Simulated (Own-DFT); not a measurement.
# Computed records: Si4SnGe11 (diamond-structure random alloy, strained, atoms displaced)

A calculation, not a measurement: plane-wave density functional theory by an unreviewed code, no spin, of a simulated periodic cell, stress positive in tension, run twice, with PBE and with PBEsol, both on files made for PBE, so the change isn't that of files made for PBEsol, forces on such cells moved up to 12 meV/angstrom on a denser k mesh; the far tail of each file's local potential was reset to the Coulomb form; each entry is a single point on an unrelaxed cell, so the pressure reflects the starting lattice, mostly measured values (interpolated for alloys), from which strain is counted, and rises with the displacements; printed positions are rounded, which can move forces by about a meV/angstrom; the program, named Own-DFT, is a retired in-house code; no spin-orbit coupling; stress was not checked against mesh or cutoff. Program: Own-DFT development build.

Settings shared by all entries: functional PBE, then PBEsol; potential files PseudoDojo norm-conserving, scalar-relativistic, standard set; wave cutoff 49 hartree; occupations Fermi-Dirac; smearing width 0.1 eV; k mesh 3 x 3 x 3 centred on Gamma.

(1) Si4SnGe11 (diamond-structure random alloy, strained, atoms displaced)

```
Si4SnGe11
1.0
     11.0802     0.0000     0.0000
      0.0000    11.0802     0.0000
      0.0000     0.0000    11.3064
Si Ge Si Ge Sn Si Sn Ge Si Ge Si Ge Sn Ge Si Ge Si Ge Si Ge Si Ge Si Ge Sn Ge Si Ge Si Ge Si Ge
2 2 1 6 1 1 1 1 1 1 2 3 1 2 1 1 1 2 1 2 1 2 1 5 1 1 2 7 1 8 1 1
Direct
  0.99477 0.00060 0.99911
  0.99599 0.25603 0.25322
  0.25137 0.99699 0.25359
  0.24930 0.26071 0.00439
  0.12327 0.11725 0.12541
  0.12726 0.38217 0.37028
  0.37825 0.12140 0.36867
  0.37619 0.36809 0.11824
  0.00422 0.99644 0.49954
  0.00306 0.25383 0.75004
  0.24920 0.00155 0.75294
  0.24410 0.25301 0.50241
  0.12391 0.12921 0.62547
  0.12465 0.37557 0.87683
  0.37438 0.12262 0.87526
  0.38030 0.37751 0.62441
  0.99487 0.49398 0.00011
  0.99595 0.74783 0.24743
  0.25135 0.49799 0.25700
  0.25104 0.74559 0.00312
  0.13361 0.62543 0.13109
  0.12594 0.87237 0.36782
  0.37610 0.62534 0.36815
  0.37372 0.87795 0.12945
  0.99819 0.50591 0.49760
  0.99995 0.75476 0.74814
  0.25547 0.49911 0.74592
  0.24585 0.74440 0.49781
  0.12422 0.63588 0.61699
  0.12436 0.87204 0.87492
  0.37637 0.61917 0.87272
  0.37268 0.88470 0.62860
  0.50596 0.99455 0.99365
  0.49517 0.25854 0.25548
  0.75111 0.99953 0.25078
  0.75998 0.25187 0.99746
  0.62821 0.12178 0.12799
  0.62733 0.37378 0.37267
  0.87251 0.12603 0.37315
  0.87384 0.37975 0.12205
  0.49968 0.00777 0.49791
  0.49811 0.25482 0.75314
  0.75894 0.99274 0.75157
  0.74529 0.24820 0.50487
  0.62635 0.12584 0.61878
  0.62045 0.37204 0.87082
  0.87339 0.12873 0.86724
  0.87867 0.37725 0.62082
  0.49213 0.49042 0.99537
  0.50048 0.74436 0.25642
  0.75329 0.50602 0.25256
  0.74638 0.74786 0.00252
  0.62761 0.62965 0.12180
  0.61979 0.88056 0.37197
  0.89119 0.62700 0.37971
  0.87733 0.87676 0.12717
  0.49425 0.50197 0.50101
  0.50074 0.74734 0.74727
  0.75064 0.49441 0.75352
  0.75096 0.75787 0.50256
  0.62817 0.62525 0.62020
  0.62619 0.87600 0.86907
  0.87665 0.62049 0.88090
  0.87933 0.87434 0.62682
```

```
PBE pressure                                      : 7.92 GPa
PBE stress xx                                     : -8.49 GPa
PBE stress yy                                     : -8.28 GPa
PBE stress zz                                     : -6.98 GPa
PBE stress yz                                     : 0.72 GPa
PBE stress xz                                     : 0.45 GPa
PBE stress xy                                     : -1.43 GPa
PBEsol pressure                                   : 5.03 GPa
PBEsol stress xx                                  : -5.6 GPa
PBEsol stress yy                                  : -5.4 GPa
PBEsol stress zz                                  : -4.1 GPa
PBEsol stress yz                                  : 0.7 GPa
PBEsol stress xz                                  : 0.42 GPa
PBEsol stress xy                                  : -1.38 GPa
rms change of force components from PBE to PBEsol : 0.052 eV/Å
```

Force:
```tsv
force element	PBE force x (eV/Å)	PBE force y (eV/Å)	PBE force z (eV/Å)	PBEsol force x (eV/Å)	PBEsol force y (eV/Å)	PBEsol force z (eV/Å)
Si	0.7	0.291	-0.185	0.639	0.245	-0.23
Si	0.585	-0.709	-0.894	0.541	-0.659	-0.84
Ge	-0.543	0.71	-0.875	-0.485	0.648	-0.811
Ge	0.155	-3.905	0.685	0.198	-3.751	0.64
Si	-0.358	1.095	0.198	-0.275	1.079	0.209
Ge	-1.742	0.149	-0.505	-1.704	0.141	-0.409
Ge	0.016	0.796	-0.129	-0.017	0.721	-0.087
Ge	0.108	1.088	2.471	0.085	1.068	2.306
Ge	0.122	0.755	-0.073	0.079	0.698	-0.096
Ge	-1.023	-1.55	-1.761	-1.038	-1.477	-1.672
Ge	-0.95	0.559	-0.25	-0.874	0.509	-0.206
Sn	1.43	-0.139	-0.469	1.394	-0.116	-0.548
Si	-1.219	-1.841	1.319	-1.203	-1.809	1.299
Sn	0.495	0.938	-0.868	0.478	0.905	-0.841
Ge	0.036	0.733	0.641	0.038	0.708	0.605
Si	0.319	0.315	0.781	0.314	0.313	0.768
Ge	0.105	2.523	1.22	0.119	2.395	1.226
Si	1.082	0.317	-0.285	1.062	0.309	-0.278
Si	-0.587	-1.224	-2.822	-0.586	-1.204	-2.771
Ge	0.711	0.201	-0.737	0.651	0.223	-0.669
Ge	-1.296	-0.733	0.072	-1.248	-0.694	0.005
Ge	-0.39	-0.871	0.789	-0.369	-0.777	0.765
Sn	-1.463	-0.527	2.002	-1.319	-0.501	1.953
Ge	0.804	-0.677	-0.728	0.769	-0.667	-0.7
Ge	1.457	-1.147	0.93	1.412	-1.097	0.892
Si	-0.124	-1.277	0.726	-0.088	-1.214	0.673
Ge	0.275	1.26	-1.001	0.207	1.217	-0.961
Si	0.323	2.474	0.251	0.307	2.425	0.247
Ge	-0.316	-0.98	1.555	-0.33	-1.027	1.502
Ge	-0.407	0.216	0.471	-0.324	0.218	0.453
Si	-0.192	0.728	0.055	-0.19	0.711	0.053
Ge	0.027	-1.384	-1.043	0.051	-1.311	-0.976
Ge	-0.374	0.877	1.333	-0.392	0.821	1.252
Si	0.921	-1.339	-1.189	0.87	-1.285	-1.133
Ge	-0.613	-0.078	-0.044	-0.522	-0.075	-0.039
Ge	-1.994	-0.269	0.214	-1.869	-0.256	0.2
Si	-0.545	1.041	-0.404	-0.498	0.986	-0.422
Ge	-0.342	0.501	0.457	-0.294	0.522	0.485
Ge	0.523	0.31	0.605	0.467	0.262	0.617
Ge	-0.103	-0.667	1.345	-0.116	-0.615	1.25
Ge	0.459	-0.745	0.191	0.369	-0.718	0.175
Ge	0.173	-0.965	-1.107	0.128	-0.98	-1.042
Sn	-1.728	1.652	-1.216	-1.649	1.576	-1.146
Ge	0.663	0.276	-0.721	0.688	0.311	-0.749
Si	-0.931	0.277	1.072	-0.919	0.276	1.043
Si	0.972	0.038	0.925	0.952	0.035	0.902
Ge	1.91	0.956	1.911	1.834	0.97	1.831
Ge	-0.443	-0.236	0.321	-0.43	-0.228	0.317
Ge	1.355	1.16	-0.2	1.298	1.105	-0.126
Ge	2.364	2.969	-2.612	2.263	2.849	-2.576
Ge	0.065	0.108	-0.03	0.061	0.096	-0.041
Ge	1.159	0.763	-1.094	1.079	0.763	-1.018
Ge	-1.172	-1.387	0.568	-1.123	-1.327	0.563
Si	0.542	-0.422	0.552	0.531	-0.412	0.536
Ge	-2.487	1.298	-1.032	-2.435	1.206	-0.952
Ge	-0.173	-0.398	-0.422	-0.245	-0.385	-0.402
Ge	1.779	-1.288	0.802	1.774	-1.206	0.746
Ge	-0.423	-0.055	0.197	-0.365	-0.012	0.162
Ge	-0.029	0.692	0.014	-0.026	0.67	-0.057
Ge	-0.149	-0.253	-1.193	-0.113	-0.278	-1.102
Ge	0.088	-0.338	0.452	0.078	-0.317	0.437
Ge	-1.093	-2.152	1.366	-1.068	-2.092	1.335
Si	-0.156	0.854	-0.912	-0.183	0.801	-0.86
Ge	1.645	-1.364	-1.684	1.56	-1.294	-1.682
```

(2) Si4SnGe11 (diamond-structure random alloy, strained, atoms displaced)

```
Si4SnGe11
1.0
     11.0802     0.0000     0.0000
      0.0000    11.0802     0.0000
      0.0000     0.0000    11.3064
Si Ge Si Ge Si Sn Si Sn Si Ge Si Ge Si Ge Si Ge Si Ge Si Ge Si Ge Si Ge Sn Si Ge
1 17 1 1 2 1 2 2 1 2 1 2 1 1 1 5 2 1 1 9 1 2 1 1 1 1 3
Direct
  0.99631 0.99662 0.00105
  0.00335 0.25501 0.25521
  0.25713 0.99862 0.24714
  0.24722 0.24731 0.00191
  0.12555 0.12157 0.12283
  0.13169 0.37593 0.37319
  0.37638 0.13602 0.37649
  0.37446 0.37748 0.12667
  0.00412 0.00517 0.49986
  0.99231 0.24387 0.74653
  0.25180 0.00288 0.74211
  0.25305 0.25441 0.49789
  0.12593 0.12005 0.63537
  0.11761 0.37466 0.87931
  0.37218 0.11901 0.88055
  0.37259 0.38055 0.62744
  0.99612 0.50883 0.00069
  0.99937 0.76340 0.25325
  0.23700 0.49941 0.25412
  0.24734 0.74937 0.00589
  0.12767 0.62456 0.12366
  0.12487 0.87793 0.38324
  0.38073 0.62258 0.37534
  0.37489 0.87453 0.12597
  0.99858 0.50141 0.49555
  0.99630 0.75205 0.75065
  0.24276 0.49172 0.75089
  0.25273 0.75564 0.50361
  0.12477 0.61997 0.62377
  0.12891 0.87283 0.87328
  0.37391 0.63280 0.87604
  0.37529 0.88389 0.61983
  0.50069 0.99746 0.99545
  0.49393 0.25548 0.23493
  0.75965 0.99929 0.24407
  0.74935 0.25700 0.99273
  0.62181 0.11785 0.12185
  0.62400 0.37679 0.37414
  0.87238 0.12233 0.38097
  0.87734 0.38037 0.12749
  0.50318 0.00051 0.50228
  0.49925 0.24963 0.74899
  0.75373 0.99460 0.75874
  0.75171 0.25352 0.49996
  0.62058 0.12928 0.63277
  0.62510 0.37961 0.88425
  0.87237 0.12084 0.87271
  0.86945 0.37364 0.62314
  0.50220 0.49671 0.99836
  0.50351 0.74661 0.25233
  0.75470 0.50039 0.25038
  0.75785 0.74493 0.99644
  0.62402 0.62246 0.12514
  0.61975 0.87867 0.36891
  0.87674 0.62507 0.36315
  0.86653 0.87604 0.12053
  0.49155 0.50196 0.49241
  0.49987 0.74532 0.75543
  0.75518 0.50393 0.75035
  0.75393 0.75115 0.50329
  0.62388 0.62698 0.62177
  0.62697 0.86946 0.88472
  0.87855 0.62284 0.87136
  0.87624 0.87693 0.62331
```

```
PBE pressure                                      : 7.85 GPa
PBE stress xx                                     : -8.37 GPa
PBE stress yy                                     : -8.4 GPa
PBE stress zz                                     : -6.8 GPa
PBE stress yz                                     : 0.12 GPa
PBE stress xz                                     : -0.18 GPa
PBE stress xy                                     : 0.58 GPa
PBEsol pressure                                   : 4.97 GPa
PBEsol stress xx                                  : -5.48 GPa
PBEsol stress yy                                  : -5.5 GPa
PBEsol stress zz                                  : -3.92 GPa
PBEsol stress yz                                  : 0.13 GPa
PBEsol stress xz                                  : -0.16 GPa
PBEsol stress xy                                  : 0.54 GPa
rms change of force components from PBE to PBEsol : 0.055 eV/Å
```

Force:
```tsv
force element	PBE force x (eV/Å)	PBE force y (eV/Å)	PBE force z (eV/Å)	PBEsol force x (eV/Å)	PBEsol force y (eV/Å)	PBEsol force z (eV/Å)
Si	0.53	0.288	-0.409	0.52	0.283	-0.404
Ge	-0.367	-0.977	-0.527	-0.344	-0.937	-0.512
Ge	-0.628	0.046	0.986	-0.622	0.12	0.961
Ge	0.166	0.454	-0.108	0.157	0.428	-0.099
Ge	-0.798	-0.279	0.489	-0.725	-0.23	0.506
Ge	-1.34	0.15	1.162	-1.313	0.055	1.146
Ge	0.798	-0.773	-0.903	0.731	-0.775	-0.836
Ge	-1.392	0.785	-0.36	-1.356	0.768	-0.428
Ge	0.04	-0.457	0.397	-0.005	-0.41	0.43
Ge	0.402	0.713	0.484	0.392	0.68	0.475
Ge	0.617	-0.874	1.839	0.594	-0.843	1.775
Ge	-0.537	-0.416	1.188	-0.503	-0.397	1.136
Ge	-0.441	1.636	-1.847	-0.438	1.578	-1.784
Ge	-1.407	-1.673	1.047	-1.361	-1.623	1.008
Ge	0.235	1.078	-1.277	0.2	1.017	-1.21
Ge	2.186	-2.051	-1.367	2.074	-1.966	-1.375
Ge	0.769	-0.569	0.677	0.707	-0.586	0.612
Ge	0.562	-1.012	-0.479	0.503	-0.957	-0.509
Si	0.952	0.351	-1.888	0.972	0.287	-1.802
Ge	0.863	0.166	-0.165	0.808	0.196	-0.208
Si	-0.801	0.292	0.944	-0.831	0.336	0.866
Si	0.926	-0.076	-0.571	0.856	-0.028	-0.602
Sn	-3.767	1.802	-1.55	-3.569	1.746	-1.503
Si	0.648	-0.475	-0.151	0.635	-0.46	-0.15
Si	-0.186	0.007	-0.421	-0.144	-0.028	-0.37
Sn	1.175	-0.093	-0.757	1.147	-0.098	-0.737
Sn	0.796	1.704	1.434	0.733	1.626	1.347
Si	-1.181	0.081	0.227	-1.114	0.043	0.274
Ge	-0.432	1.036	-2.392	-0.42	1.001	-2.249
Ge	0.552	1.564	1.306	0.555	1.484	1.239
Si	0.403	-0.457	0.566	0.339	-0.491	0.616
Ge	0.414	-1.689	0.851	0.403	-1.556	0.827
Ge	-0.56	-0.686	0.969	-0.504	-0.637	0.916
Si	1.371	-0.998	1.741	1.34	-0.981	1.703
Ge	-1.68	0.688	1.017	-1.643	0.65	0.977
Si	0.519	-1.168	1.364	0.51	-1.142	1.333
Ge	0.675	1.623	-0.048	0.654	1.511	-0.06
Ge	-0.37	-0.559	-0.735	-0.327	-0.505	-0.683
Ge	0.495	0.687	-0.783	0.491	0.672	-0.754
Ge	-0.218	-1.011	-0.726	-0.189	-0.936	-0.667
Ge	0.316	1.404	-0.493	0.257	1.323	-0.514
Si	-0.24	0.338	0.775	-0.296	0.388	0.807
Si	-1.299	0.238	-1.201	-1.232	0.201	-1.144
Ge	-1.552	-0.958	0.216	-1.468	-0.894	0.182
Si	1.188	-0.727	-0.05	1.186	-0.738	-0.135
Ge	0.313	-0.858	-2.301	0.284	-0.753	-2.222
Ge	-0.041	0.226	1.045	0.003	0.26	0.975
Ge	1.245	0.827	-0.13	1.178	0.76	-0.093
Ge	-1.44	1.531	0.348	-1.35	1.451	0.369
Ge	0.381	1.705	-2.253	0.412	1.627	-2.154
Ge	-0.774	0.171	0.079	-0.789	0.129	0.029
Ge	-0.999	-0.61	0.617	-0.981	-0.578	0.601
Ge	0.671	0.113	-0.222	0.656	0.099	-0.208
Ge	0.687	0.622	-0.134	0.662	0.593	-0.125
Si	1.125	-0.325	0.76	1.068	-0.281	0.695
Ge	1.679	-0.397	-0.411	1.593	-0.415	-0.353
Ge	3.443	-2.597	3.717	3.323	-2.554	3.578
Si	0.196	0.59	-0.83	0.213	0.659	-0.819
Ge	-1.635	-0.349	-0.375	-1.542	-0.362	-0.327
Sn	-0.691	-0.654	-1.901	-0.656	-0.551	-1.851
Si	-1.446	-1.245	1.508	-1.382	-1.257	1.439
Ge	0.04	-0.153	-1.638	0.046	-0.145	-1.519
Ge	-1.177	-0.739	1.125	-1.149	-0.72	1.101
Ge	0.02	2.988	0.527	0.053	2.863	0.486
```
